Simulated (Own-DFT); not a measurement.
Simulation results for GaN (wurtzite, strained, atoms displaced), SiC (2H silicon carbide, strained, atoms displaced)

All values are calculated (Own-DFT development build). A calculation, not a measurement: plane-wave PBE density functional theory by an unreviewed code, no spin, of a simulated periodic cell, stress positive in tension, free energy of the whole cell less one offset for each atom, forces on such cells passed a denser k mesh, this cell's mesh not checked; offsets are fitted by least squares, one for each functional and potential file, so energies compare only between cells with the same atoms and settings and are not formation energies; the far tail of each file's local potential was reset to the Coulomb form; each entry is a single point on an unrelaxed cell, so the pressure reflects the starting lattice, mostly measured values (interpolated for alloys), from which strain is counted, and rises with the displacements; printed positions are rounded, which can move forces by about a meV/angstrom; the program, named Own-DFT, is a retired in-house code; no spin-orbit coupling.

Common to all runs: functional PBE.

(1) 
```cif
# cell vector a (Å): 12.7560 0.0000 0.0000
# cell vector b (Å): -4.7835 8.2853 0.0000
# cell vector c (Å): 0.0000 0.0000 10.1626
data_GaN
_symmetry_space_group_name_H-M 'P 1'
_symmetry_Int_Tables_number 1
_cell_length_a 12.7560
_cell_length_b 9.5670
_cell_length_c 10.1626
_cell_angle_alpha 90.000
_cell_angle_beta 90.000
_cell_angle_gamma 120.000
_cell_volume 1074.06
loop_
_atom_site_label
_atom_site_type_symbol
_atom_site_fract_x
_atom_site_fract_y
_atom_site_fract_z
_atom_site_occupancy
Ga1 Ga 0.08506 0.22056 0.99647 1
Ga2 Ga 0.16324 0.10807 0.25024 1
N1 N 0.07860 0.21290 0.18864 1
N2 N 0.16612 0.11506 0.44281 1
Ga3 Ga 0.07981 0.22431 0.49389 1
Ga4 Ga 0.16506 0.11252 0.73922 1
N3 N 0.08293 0.21714 0.68167 1
N4 N 0.16981 0.11487 0.93678 1
Ga5 Ga 0.09413 0.57154 0.99509 1
Ga6 Ga 0.16618 0.44887 0.24742 1
N5 N 0.08041 0.55324 0.18354 1
N6 N 0.16938 0.44816 0.43302 1
Ga7 Ga 0.08634 0.55071 0.49824 1
Ga8 Ga 0.16592 0.44516 0.74445 1
N7 N 0.08739 0.56305 0.69042 1
N8 N 0.16566 0.45291 0.92880 1
Ga9 Ga 0.08237 0.89661 0.99331 1
Ga10 Ga 0.16642 0.78383 0.24397 1
N9 N 0.08027 0.88529 0.20108 1
N10 N 0.17191 0.78332 0.43853 1
Ga11 Ga 0.08359 0.87799 0.49634 1
Ga12 Ga 0.16678 0.78237 0.75445 1
N11 N 0.08312 0.88697 0.67795 1
N12 N 0.16541 0.77099 0.93425 1
Ga13 Ga 0.33915 0.22290 0.00567 1
Ga14 Ga 0.42239 0.10738 0.24835 1
N13 N 0.32625 0.21129 0.18811 1
N14 N 0.41979 0.12054 0.43965 1
Ga15 Ga 0.33130 0.21811 0.49471 1
Ga16 Ga 0.41491 0.10615 0.75699 1
N15 N 0.33458 0.23015 0.68206 1
N16 N 0.41725 0.10983 0.93526 1
Ga17 Ga 0.33552 0.55507 0.01053 1
Ga18 Ga 0.42125 0.45546 0.24891 1
N17 N 0.32956 0.55235 0.18956 1
N18 N 0.41344 0.44048 0.44518 1
Ga19 Ga 0.33152 0.55493 0.49810 1
Ga20 Ga 0.42625 0.45159 0.74661 1
N19 N 0.33384 0.55941 0.68504 1
N20 N 0.41788 0.44843 0.93630 1
Ga21 Ga 0.32617 0.87631 0.99566 1
Ga22 Ga 0.42438 0.78482 0.25370 1
N21 N 0.33114 0.89607 0.17672 1
N22 N 0.41901 0.78165 0.43871 1
Ga23 Ga 0.33235 0.88964 0.50807 1
Ga24 Ga 0.42470 0.78702 0.75206 1
N23 N 0.34001 0.88118 0.68876 1
N24 N 0.42087 0.77391 0.93876 1
Ga25 Ga 0.58360 0.22560 0.99576 1
Ga26 Ga 0.66557 0.10365 0.26052 1
N25 N 0.58719 0.22306 0.18437 1
N26 N 0.66565 0.11526 0.43092 1
Ga27 Ga 0.57742 0.21723 0.50541 1
Ga28 Ga 0.65624 0.10624 0.75836 1
N27 N 0.58374 0.22735 0.69533 1
N28 N 0.66176 0.11042 0.94103 1
Ga29 Ga 0.57451 0.54052 0.99715 1
Ga30 Ga 0.67067 0.45137 0.24405 1
N29 N 0.58907 0.56384 0.19188 1
N30 N 0.67220 0.45359 0.43815 1
Ga31 Ga 0.58784 0.57072 0.49270 1
Ga32 Ga 0.65985 0.44201 0.74594 1
N31 N 0.58016 0.54395 0.68211 1
N32 N 0.66000 0.44217 0.93510 1
Ga33 Ga 0.57950 0.88433 0.99910 1
Ga34 Ga 0.67161 0.78102 0.24552 1
N33 N 0.59265 0.89176 0.18842 1
N34 N 0.66515 0.78239 0.44059 1
Ga35 Ga 0.58516 0.88958 0.49157 1
Ga36 Ga 0.66550 0.78207 0.75445 1
N35 N 0.58434 0.88476 0.68539 1
N36 N 0.66298 0.77657 0.94122 1
Ga37 Ga 0.82970 0.20673 0.00284 1
Ga38 Ga 0.91975 0.11255 0.24782 1
N37 N 0.83775 0.23474 0.18553 1
N38 N 0.91847 0.10674 0.42790 1
Ga39 Ga 0.82885 0.22723 0.49867 1
Ga40 Ga 0.91983 0.12032 0.75048 1
N39 N 0.83375 0.22265 0.68660 1
N40 N 0.91815 0.11128 0.93624 1
Ga41 Ga 0.83630 0.56051 0.00139 1
Ga42 Ga 0.90908 0.44032 0.24933 1
N41 N 0.83510 0.55084 0.18912 1
N42 N 0.91800 0.45432 0.43833 1
Ga43 Ga 0.83165 0.54847 0.49458 1
Ga44 Ga 0.91298 0.44188 0.74622 1
N43 N 0.83208 0.55247 0.68646 1
N44 N 0.91983 0.44350 0.94018 1
Ga45 Ga 0.83113 0.88521 0.99808 1
Ga46 Ga 0.91410 0.77003 0.24767 1
N45 N 0.84126 0.89433 0.18701 1
N46 N 0.90816 0.77461 0.44743 1
Ga47 Ga 0.84285 0.89427 0.50326 1
Ga48 Ga 0.91758 0.78465 0.74198 1
N47 N 0.82962 0.88664 0.69092 1
N48 N 0.91027 0.77653 0.93638 1
_calc_potential_files 'PseudoDojo norm-conserving, scalar-relativistic, standard set with the stringent files for Ga'
_calc_wave_cutoff 96  # hartree
_calc_occupations 'Gaussian'
_calc_smearing_width 0.01  # eV
_calc_k_mesh '3 x 4 x 3 centred on Gamma'
_calc_free_energy_of_cell_above_offsets '-3.273'  # eV
_calc_pressure 11.24  # GPa
_calc_stress_xx -9.6  # GPa
_calc_stress_yy -7.03  # GPa
_calc_stress_zz -17.09  # GPa
_calc_stress_yz -0.14  # GPa
_calc_stress_xz 0  # GPa
_calc_stress_xy 1.13  # GPa
```

Force:
```tsv
element	x (eV/Å)	y (eV/Å)	z (eV/Å)
Ga	-0.56	1.188	0.181
Ga	0.078	0.241	0.675
N	0.812	1.809	-0.69
N	-0.032	-1.058	-0.671
Ga	0.795	-0.126	-0.16
Ga	1.289	0.068	0.407
N	-1.18	0.999	0.483
N	0.309	-0.164	-0.606
Ga	-1.365	-4.327	0.846
Ga	-0.623	-1.036	-0.652
N	0.077	0.851	0.768
N	-0.292	-0.552	0.497
Ga	-0.947	1.235	0.33
Ga	0.668	0.221	-0.299
N	-0.511	-0.732	-0.792
N	1.595	-0.998	1.865
Ga	0.053	-0.886	1.037
Ga	1.127	-1.257	0.774
N	-0.497	0.335	-2.203
N	0.494	-1.103	-0.589
Ga	-1.467	1.189	-1.139
Ga	0.391	-0.373	-2.33
N	0.234	0.338	2.311
N	-1.205	3.43	0.515
Ga	-0.805	-0.103	-1.363
Ga	-0.967	0.993	-0.075
N	1.064	1.49	0.952
N	0.343	-1.893	-0.474
Ga	-0.49	0.73	0.374
Ga	-0.919	0.713	-2.481
N	0.593	-1.278	1.342
N	-0.25	-0.657	1.726
Ga	-0.756	-0.386	-3.097
Ga	0.163	-1.823	1.051
N	0.601	1.188	1.231
N	0.401	1.202	-1.639
Ga	0.672	0.196	0.281
Ga	-2.47	-0.906	-0.378
N	0.51	0.066	0.708
N	-0.792	-1.111	0.503
Ga	1.314	1.468	-0.688
Ga	-1.063	-0.287	-1.181
N	1.245	-1.153	1.857
N	-0.513	0.002	0.047
Ga	0.445	0.418	-1.715
Ga	0.384	-2.417	-0.386
N	-2.219	1.495	1.195
N	-1.457	-0.105	0.481
Ga	0.101	-0.393	0.566
Ga	0.221	1.639	-4.796
N	-0.122	0.068	0.67
N	-0.204	-0.118	4.178
Ga	0.559	1.727	-0.463
Ga	1.551	0.369	-1.623
N	0.02	-1.825	-0.825
N	0.893	-0.554	0.491
Ga	0.693	2.152	0.644
Ga	-0.162	-1.342	1.075
N	-0.563	-0.951	-0.922
N	-1.234	-1.459	-0.51
Ga	0.221	-2.36	0.61
Ga	1.809	1.192	0.2
N	0.103	2.671	0.021
N	1.237	0.497	0.532
Ga	0.607	0.904	0.408
Ga	0.874	0.521	0.76
N	-1.374	-0.29	0.055
N	1.451	1.024	-1.159
Ga	-0.483	0.499	1.31
Ga	0.827	-1.154	-0.801
N	-0.348	1.249	-0.145
N	0.443	-0.501	0.238
Ga	-0.607	2.146	-0.86
Ga	-1.112	0.161	-1.07
N	0.014	-2.987	1.02
N	-1.411	0.851	2.213
Ga	1.246	-0.332	-0.258
Ga	-0.069	-0.949	-0.732
N	-0.837	-0.553	0.086
N	0.152	-0.617	0.461
Ga	0.345	-1.441	-1.335
Ga	2.037	0.923	-0.032
N	-1.292	1.119	-0.452
N	1.666	-1.446	-0.348
Ga	-0.972	1.444	1.502
Ga	0.417	0.753	0.994
N	-0.57	0.419	0.316
N	-0.631	-0.061	-0.175
Ga	-0.464	0.516	-0.108
Ga	-0.368	0.712	1.174
N	-0.759	-0.967	-0.043
N	2.389	-0.525	-1.731
Ga	-2.209	0.194	-0.096
Ga	0.232	-1.543	0.269
N	-0.032	1.091	0.119
N	1.437	0.389	-0.248
```

(2) 
```cif
# cell vector a (Å): 12.7560 0.0000 0.0000
# cell vector b (Å): -4.7835 8.2853 0.0000
# cell vector c (Å): 0.0000 0.0000 10.1626
data_GaN
_symmetry_space_group_name_H-M 'P 1'
_symmetry_Int_Tables_number 1
_cell_length_a 12.7560
_cell_length_b 9.5670
_cell_length_c 10.1626
_cell_angle_alpha 90.000
_cell_angle_beta 90.000
_cell_angle_gamma 120.000
_cell_volume 1074.06
loop_
_atom_site_label
_atom_site_type_symbol
_atom_site_fract_x
_atom_site_fract_y
_atom_site_fract_z
_atom_site_occupancy
Ga1 Ga 0.07190 0.21737 0.00102 1
Ga2 Ga 0.17165 0.12169 0.25943 1
N1 N 0.08223 0.21952 0.18743 1
N2 N 0.16893 0.10753 0.43912 1
Ga3 Ga 0.08323 0.22196 0.49030 1
Ga4 Ga 0.17174 0.12146 0.75362 1
N3 N 0.08257 0.21602 0.68855 1
N4 N 0.16655 0.10306 0.93733 1
Ga5 Ga 0.08382 0.56418 0.99339 1
Ga6 Ga 0.16729 0.44677 0.24640 1
N5 N 0.08227 0.55448 0.19459 1
N6 N 0.16540 0.45726 0.43807 1
Ga7 Ga 0.08393 0.54388 0.50003 1
Ga8 Ga 0.17064 0.44622 0.74858 1
N7 N 0.08054 0.54983 0.68858 1
N8 N 0.16654 0.43971 0.93353 1
Ga9 Ga 0.08343 0.88787 0.99751 1
Ga10 Ga 0.16318 0.78161 0.24973 1
N9 N 0.08617 0.88822 0.18572 1
N10 N 0.17052 0.78357 0.43960 1
Ga11 Ga 0.08268 0.89533 0.50794 1
Ga12 Ga 0.16583 0.77972 0.75165 1
N11 N 0.08383 0.89652 0.68885 1
N12 N 0.17167 0.77974 0.93041 1
Ga13 Ga 0.33502 0.23023 0.00028 1
Ga14 Ga 0.41181 0.10163 0.25226 1
N13 N 0.33811 0.22743 0.18806 1
N14 N 0.41448 0.11933 0.45373 1
Ga15 Ga 0.33325 0.22225 0.49440 1
Ga16 Ga 0.41422 0.10078 0.74329 1
N15 N 0.32267 0.21451 0.68431 1
N16 N 0.41338 0.10511 0.93616 1
Ga17 Ga 0.33877 0.54551 0.00523 1
Ga18 Ga 0.42051 0.44289 0.25010 1
N17 N 0.34031 0.55099 0.19585 1
N18 N 0.40947 0.44035 0.43696 1
Ga19 Ga 0.32823 0.55326 0.49054 1
Ga20 Ga 0.41682 0.44534 0.74776 1
N19 N 0.33532 0.55602 0.68885 1
N20 N 0.41408 0.43356 0.94623 1
Ga21 Ga 0.34066 0.89869 0.01131 1
Ga22 Ga 0.40990 0.78176 0.24862 1
N21 N 0.33314 0.89215 0.19198 1
N22 N 0.41841 0.77751 0.44803 1
Ga23 Ga 0.33919 0.89620 0.50483 1
Ga24 Ga 0.41505 0.77092 0.75217 1
N23 N 0.32604 0.88013 0.68974 1
N24 N 0.41105 0.76905 0.93325 1
Ga25 Ga 0.58209 0.22180 0.99457 1
Ga26 Ga 0.66007 0.09909 0.26257 1
N25 N 0.57769 0.21682 0.19643 1
N26 N 0.66593 0.11635 0.43688 1
Ga27 Ga 0.57680 0.21285 0.49411 1
Ga28 Ga 0.66621 0.10864 0.73847 1
N27 N 0.58206 0.22486 0.68484 1
N28 N 0.66623 0.11153 0.94264 1
Ga29 Ga 0.58135 0.55008 0.00025 1
Ga30 Ga 0.67649 0.44332 0.25880 1
N29 N 0.58430 0.54815 0.19592 1
N30 N 0.65909 0.43306 0.44013 1
Ga31 Ga 0.58694 0.55403 0.50390 1
Ga32 Ga 0.66643 0.44828 0.75818 1
N31 N 0.58330 0.55023 0.68663 1
N32 N 0.66171 0.44522 0.94245 1
Ga33 Ga 0.57905 0.88640 0.99377 1
Ga34 Ga 0.67031 0.77969 0.24695 1
N33 N 0.58564 0.89384 0.18740 1
N34 N 0.67242 0.77613 0.44241 1
Ga35 Ga 0.57780 0.88982 0.50595 1
Ga36 Ga 0.66625 0.77636 0.75465 1
N35 N 0.58921 0.88349 0.68526 1
N36 N 0.66545 0.77669 0.94589 1
Ga37 Ga 0.83616 0.23276 0.99103 1
Ga38 Ga 0.91567 0.11117 0.25020 1
N37 N 0.82790 0.22130 0.18000 1
N38 N 0.91298 0.11035 0.44020 1
Ga39 Ga 0.83760 0.22834 0.50102 1
Ga40 Ga 0.90937 0.11090 0.74943 1
N39 N 0.83057 0.22412 0.68431 1
N40 N 0.91377 0.11290 0.93626 1
Ga41 Ga 0.83015 0.56046 0.00000 1
Ga42 Ga 0.90967 0.44093 0.25511 1
N41 N 0.84067 0.57301 0.17661 1
N42 N 0.92492 0.45546 0.44309 1
Ga43 Ga 0.82859 0.55270 0.49898 1
Ga44 Ga 0.91910 0.45780 0.74987 1
N43 N 0.82118 0.54906 0.69482 1
N44 N 0.91728 0.44899 0.93668 1
Ga45 Ga 0.83183 0.88658 0.99772 1
Ga46 Ga 0.91119 0.77723 0.25483 1
N45 N 0.83619 0.89195 0.18816 1
N46 N 0.91377 0.76760 0.44170 1
Ga47 Ga 0.83704 0.90184 0.49604 1
Ga48 Ga 0.92056 0.77769 0.75216 1
N47 N 0.84372 0.90418 0.69217 1
N48 N 0.92067 0.77969 0.93411 1
_calc_potential_files 'PseudoDojo norm-conserving, scalar-relativistic, standard set with the stringent files for Ga'
_calc_wave_cutoff 96  # hartree
_calc_occupations 'Gaussian'
_calc_smearing_width 0.01  # eV
_calc_k_mesh '3 x 4 x 3 centred on Gamma'
_calc_free_energy_of_cell_above_offsets '-2.732'  # eV
_calc_pressure 11.19  # GPa
_calc_stress_xx -8.27  # GPa
_calc_stress_yy -8.49  # GPa
_calc_stress_zz -16.8  # GPa
_calc_stress_yz 0.29  # GPa
_calc_stress_xz 0.11  # GPa
_calc_stress_xy 0.23  # GPa
```

Force:
```tsv
element	x (eV/Å)	y (eV/Å)	z (eV/Å)
Ga	2.042	0.479	-0.932
Ga	0.351	-1.311	-2.89
N	-0.084	0.448	1.055
N	-1.338	0.68	0.502
Ga	0.287	0.372	1.734
Ga	-1.3	-1.392	-0.066
N	-1.118	1.187	-0.876
N	-0.737	1.469	1.073
Ga	1.055	-0.862	1.021
Ga	0.002	-0.073	-0.403
N	-0.298	0.271	-1.243
N	2.924	-3.081	-1.382
Ga	-2.437	3.815	1.084
Ga	-0.512	-0.976	-0.397
N	0.191	0.792	0.188
N	-0.028	0.366	1.778
Ga	0.66	0.056	0.268
Ga	0.279	-0.992	0.917
N	-1.477	1.001	0.588
N	-0.095	-0.243	0.523
Ga	0.891	-1.631	-1.472
Ga	-0.483	-0.396	-1.837
N	0.526	-0.783	1.145
N	-0.168	0.398	2.583
Ga	0.008	-3.834	0.291
Ga	-0.273	2.481	0.755
N	-0.344	-1.19	0.7
N	1.296	-2.002	-2.427
Ga	-1.346	1.057	1.484
Ga	-0.787	0.999	0.488
N	2.59	1.555	0.277
N	0.1	1.189	0.075
Ga	-2.308	0.795	-0.412
Ga	0.792	0.012	0.561
N	-1.961	1.137	-0.568
N	0.952	0.681	0.682
Ga	1.002	0.18	1.337
Ga	0.044	-1.131	-0.138
N	0.012	-0.268	-0.761
N	0.691	2.562	-2.142
Ga	-0.526	-1.425	-2.761
Ga	2.532	-0.969	0.827
N	-0.501	-1.017	0.414
N	-0.971	0.402	-1.626
Ga	-1.348	-1.229	-0.595
Ga	-0.359	0.689	-1.324
N	1.55	0.309	0.185
N	0.421	0.302	2.273
Ga	-0.123	-0.526	1.266
Ga	0.143	1.427	-3.898
N	0.828	0.301	-0.646
N	0.998	-0.755	2.74
Ga	0.344	1.34	1.096
Ga	-0.712	0.432	1.485
N	0.252	-0.589	0.609
N	-0.006	-0.038	-1.681
Ga	-0.502	0.657	1.489
Ga	-1.364	-0.279	-2.175
N	0.635	1.043	-0.757
N	0.987	0.944	0.664
Ga	-1.105	0.135	-1.452
Ga	-0.73	-1.569	-0.965
N	-0.62	0.712	1.539
N	1.118	-0.329	0.123
Ga	0.022	0.598	0.827
Ga	-0.813	-0.781	0.504
N	-0.573	-1.725	0.062
N	-1.266	0.361	-0.475
Ga	2.129	-0.281	-1.744
Ga	1.504	-0.055	-0.714
N	-1.599	0.385	1.652
N	-0.081	-0.607	-0.707
Ga	-0.432	-1.168	0.75
Ga	-0.699	0.613	-0.895
N	0.34	0.153	1.796
N	0.56	1.678	-1.007
Ga	-0.821	0.191	-0.591
Ga	1.336	1.676	-0.172
N	0.232	0.721	0.941
N	-0.546	-0.675	0.472
Ga	0.621	-0.283	-1.845
Ga	0.872	0.421	-1.441
N	-0.047	-2.132	3.151
N	-1.739	-1.501	-0.385
Ga	0.07	-0.476	1.173
Ga	-0.135	-1.341	-0.546
N	1.886	1.523	-1.097
N	-0.54	0.698	0.142
Ga	0.488	0.649	-0.09
Ga	1.615	1.075	-0.496
N	-0.247	0.072	-0.054
N	-0.491	1.734	0.127
Ga	0.497	-2.625	1.608
Ga	-0.926	0.522	-1.492
N	-0.756	-2.97	-0.675
N	-1.002	-0.235	1.223
```

(3) 
```cif
# cell vector a (Å): 9.0864 -0.1502 0.1170
# cell vector b (Å): -4.6733 8.0732 -0.2026
# cell vector c (Å): 0.1274 -0.1812 9.8984
data_SiC
_symmetry_space_group_name_H-M 'P 1'
_symmetry_Int_Tables_number 1
_cell_length_a 9.0884
_cell_length_b 9.3305
_cell_length_c 9.9009
_cell_angle_alpha 92.521
_cell_angle_beta 88.508
_cell_angle_gamma 121.020
_cell_volume 718.81
loop_
_atom_site_label
_atom_site_type_symbol
_atom_site_fract_x
_atom_site_fract_y
_atom_site_fract_z
_atom_site_occupancy
Si1 Si 0.99906 0.99558 0.00037 1
Si2 Si 0.10766 0.21883 0.23523 1
C1 C 0.00178 0.00550 0.19176 1
C2 C 0.11880 0.22262 0.43110 1
Si3 Si 0.99889 0.00296 0.49207 1
Si4 Si 0.10804 0.21363 0.74867 1
C3 C 0.00062 0.00955 0.68789 1
C4 C 0.11084 0.22461 0.93209 1
Si5 Si 0.00446 0.33543 0.98791 1
Si6 Si 0.11258 0.55691 0.24630 1
C5 C 0.99833 0.33131 0.18533 1
C6 C 0.11562 0.55250 0.43653 1
Si7 Si 0.00764 0.34544 0.49100 1
Si8 Si 0.10911 0.55580 0.75399 1
C7 C 0.00151 0.33244 0.68998 1
C8 C 0.10526 0.56199 0.93719 1
Si9 Si 0.01085 0.67557 0.99925 1
Si10 Si 0.10547 0.88774 0.25218 1
C9 C 0.00307 0.66693 0.19103 1
C10 C 0.11175 0.89808 0.43647 1
Si11 Si 0.00134 0.65636 0.50180 1
Si12 Si 0.11860 0.88493 0.74870 1
C11 C 0.99539 0.66781 0.69229 1
C12 C 0.10971 0.89396 0.93181 1
Si13 Si 0.32798 0.99151 0.00498 1
Si14 Si 0.43518 0.22112 0.24670 1
C13 C 0.32768 0.00862 0.18760 1
C14 C 0.44579 0.23138 0.43973 1
Si15 Si 0.33155 0.99629 0.50477 1
Si16 Si 0.44833 0.21840 0.75507 1
C15 C 0.33536 0.00831 0.68259 1
C16 C 0.43700 0.21599 0.93366 1
Si17 Si 0.33450 0.33053 0.00427 1
Si18 Si 0.43966 0.55551 0.25832 1
C17 C 0.32925 0.32537 0.18506 1
C18 C 0.45117 0.55474 0.44163 1
Si19 Si 0.32329 0.32703 0.50356 1
Si20 Si 0.44200 0.55666 0.75314 1
C19 C 0.33635 0.33659 0.69047 1
C20 C 0.44771 0.56559 0.93583 1
Si21 Si 0.32957 0.66282 0.99861 1
Si22 Si 0.44409 0.89482 0.25627 1
C21 C 0.33462 0.67293 0.18972 1
C22 C 0.44976 0.88756 0.42588 1
Si23 Si 0.32239 0.66253 0.49820 1
Si24 Si 0.44527 0.88981 0.74873 1
C23 C 0.33339 0.66978 0.68338 1
C24 C 0.44650 0.89002 0.93902 1
Si25 Si 0.67186 0.00519 0.99771 1
Si26 Si 0.77169 0.21965 0.24770 1
C25 C 0.66325 0.00227 0.19097 1
C26 C 0.78055 0.22715 0.43767 1
Si27 Si 0.66848 0.00264 0.49878 1
Si28 Si 0.78292 0.24027 0.74708 1
C27 C 0.66698 0.00821 0.69445 1
C28 C 0.77052 0.21627 0.92858 1
Si29 Si 0.67251 0.33190 0.00979 1
Si30 Si 0.77725 0.55109 0.25169 1
C29 C 0.66313 0.32805 0.18280 1
C30 C 0.78671 0.57079 0.43659 1
Si31 Si 0.67281 0.33523 0.49943 1
Si32 Si 0.77468 0.55945 0.75174 1
C31 C 0.66515 0.33100 0.68019 1
C32 C 0.77076 0.54949 0.92867 1
Si33 Si 0.66473 0.67472 0.99792 1
Si34 Si 0.77911 0.88157 0.25364 1
C33 C 0.66759 0.66978 0.18585 1
C34 C 0.78026 0.88582 0.44057 1
Si35 Si 0.66300 0.66823 0.49711 1
Si36 Si 0.78295 0.88449 0.75020 1
C35 C 0.66858 0.66415 0.68777 1
C36 C 0.77884 0.89033 0.93155 1
_calc_potential_files 'PseudoDojo norm-conserving, scalar-relativistic, standard set'
_calc_wave_cutoff 42  # hartree
_calc_occupations 'Fermi-Dirac'
_calc_smearing_width 0.1  # eV
_calc_hardware 'one NVIDIA H100'
_calc_k_mesh '4 x 4 x 3 centred on Gamma'
_calc_free_energy_of_cell_above_offsets '-3.497'  # eV
_calc_pressure 14.45  # GPa
_calc_stress_xx -14.51  # GPa
_calc_stress_yy -7.83  # GPa
_calc_stress_zz -21.02  # GPa
_calc_stress_yz -7.16  # GPa
_calc_stress_xz 4.3  # GPa
_calc_stress_xy -8.21  # GPa
_calc_wall_time 342.3  # s
```

Force:
```tsv
element	x (eV/Å)	y (eV/Å)	z (eV/Å)
Si	-0.971	1.515	-0.373
Si	-0.598	1.677	2.653
C	0.156	-2.85	-1.553
C	-3.13	-0.24	-0.732
Si	0.739	0.896	2.098
Si	-0.078	3.164	-0.121
C	1.716	-3.366	-1.507
C	0.856	-0.835	1.739
Si	-1.693	-0.187	1.38
Si	-0.166	-0.517	-0.119
C	-0.032	0.55	-0.878
C	-2.252	0.603	-1.488
Si	0.906	-3.526	1.923
Si	-0.043	0.128	-1.579
C	0.719	1.244	-1.195
C	2.293	-1.429	0.242
Si	-3.368	-0.411	0.121
Si	0.381	0.681	-0.109
C	-0.334	0.052	-0.91
C	1.406	-2.193	0.87
Si	-1.261	2.795	0.005
Si	-2.359	1.676	-0.94
C	1.848	-0.734	-1.127
C	1.194	-1.298	1.502
Si	0.266	1.831	-1.57
Si	1.017	0.819	1.725
C	1.275	-2.351	0.609
C	0.978	-1.562	-0.667
Si	0.178	1.732	-3.081
Si	-1.37	1.713	-1.863
C	1.272	-2.061	1.852
C	1.298	-0.01	2.676
Si	-0.259	0.909	-2.527
Si	0.437	0.024	-1.838
C	-0.046	2.337	0.5
C	-3.276	-1.084	-0.306
Si	2.475	1.794	0.338
Si	0.18	0.096	-1.573
C	0.033	-0.831	0.299
C	-0.523	-2.129	1.085
Si	0.042	1.67	0.522
Si	-0.851	0.01	-4.439
C	0.617	-0.729	-0.274
C	-1.403	-0.474	5.451
Si	4.08	1.984	0.226
Si	-0.403	0.624	0.187
C	-0.111	-0.345	0.996
C	-0.746	-1.011	0.03
Si	-0.318	-0.597	0.197
Si	0.643	0.581	0.332
C	1.5	-0.756	-0.918
C	0.457	-0.627	-0.707
Si	0.404	0.193	1.007
Si	-0.001	-2.653	-0.531
C	1.345	-0.541	-1.676
C	0.839	1.529	2.046
Si	-1.494	0.268	-4.984
Si	-0.762	0.724	-0.927
C	-0.087	0.575	3.406
C	0.118	-2.616	0.256
Si	-1.957	0.916	-1.025
Si	-0.103	-1.5	-1.669
C	0.071	1.464	1.725
C	0.484	0.8	3.902
Si	1.608	-0.756	-0.091
Si	-1.755	1.715	-0.422
C	0.324	-1.601	0.401
C	-1.745	0.298	-0.57
Si	2.079	0.597	1.696
Si	-1.902	1.233	-1.42
C	-0.922	0.496	-0.395
C	0.087	-0.092	2.108
```
